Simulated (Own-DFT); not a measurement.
# Energy and forces against displacement in rutile TiO2, 72 atoms (O48Ti24)

All numbers below are calculated, not measured. The program, named Own-DFT, is a retired in-house plane-wave density functional code that no person has reviewed. Each row is one single-point run on a periodic cell that was not relaxed, without spin or spin-orbit coupling.

Settings of every run: PBE; PseudoDojo norm-conserving scalar-relativistic files; cutoff 72 hartree; 3 x 3 x 3 k mesh centred on Gamma; Fermi-Dirac smearing of 0.1 eV.

Known limits: oxygen file: force components 24 meV/angstrom off all-electron in a glass; forces on such cells passed a denser k mesh, each cell not checked; stress not checked against mesh or cutoff.

Cell vectors in Å: (9.187, 0.000, 0.000); (0.000, 9.187, 0.000); (0.000, 0.000, 8.876). In each run every atom was moved at random and independently from its ideal site; u is the rms move along one axis. E is the free energy for each atom above the fitted value at u = 0, and F the rms of the force components.

| run | u (Å) | E (meV/atom) | F (eV/Å) | largest force (eV/Å) | P (GPa) |
|---|---|---|---|---|---|
| 1 | 0.0187 | 7.4 | 0.350 | 1.48 | 4.78 |
| 2 | 0.0187 | 6.7 | 0.309 | 0.98 | 5.04 |
| 3 | 0.0199 | 8.3 | 0.371 | 1.37 | 4.78 |
| 4 | 0.0453 | 40.7 | 0.830 | 3.96 | 6.86 |
| 5 | 0.0496 | 55.0 | 1.008 | 4.48 | 6.77 |
| 6 | 0.0508 | 53.1 | 0.938 | 3.43 | 6.13 |
| 7 | 0.0796 | ? | ? | ? | ? |
| 8 | 0.0838 | 139.2 | 1.655 | 5.93 | 10.34 |
| 9 | 0.1174 | 311.9 | 2.729 | 13.28 | 15.06 |
| 10 | 0.1333 | 345.3 | 3.058 | 14.87 | 19.22 |

## Worked fit

For small independent moves the energy grows as E = (3/2) K u², with K the mean stiffness felt by one atom. The runs with u up to 0.11 Å give K = 13.7 ± 0.4 eV/Å², with residuals divided by u² + 0.0006 Å², since the noise grows with the moves. The scatter is 2.4 meV/atom at u = 0.05 Å. The forces follow F = G u with G = 18.7 eV/Å²; no force at u = 0 is resolved. G exceeds K because the moves of its neighbours add to the force on an atom, and stiffness differs between atoms. The pressure follows P = 4.62 + 814 u² GPa: at fixed volume, shortened bonds push harder than stretched ones pull.

## Withheld run

Question: what energy and rms force should run 7 give?

The fit gives 130 ± 6 meV/atom and about 1.49 eV/Å. The calculation gave 134.0 meV/atom and 1.671 eV/Å.
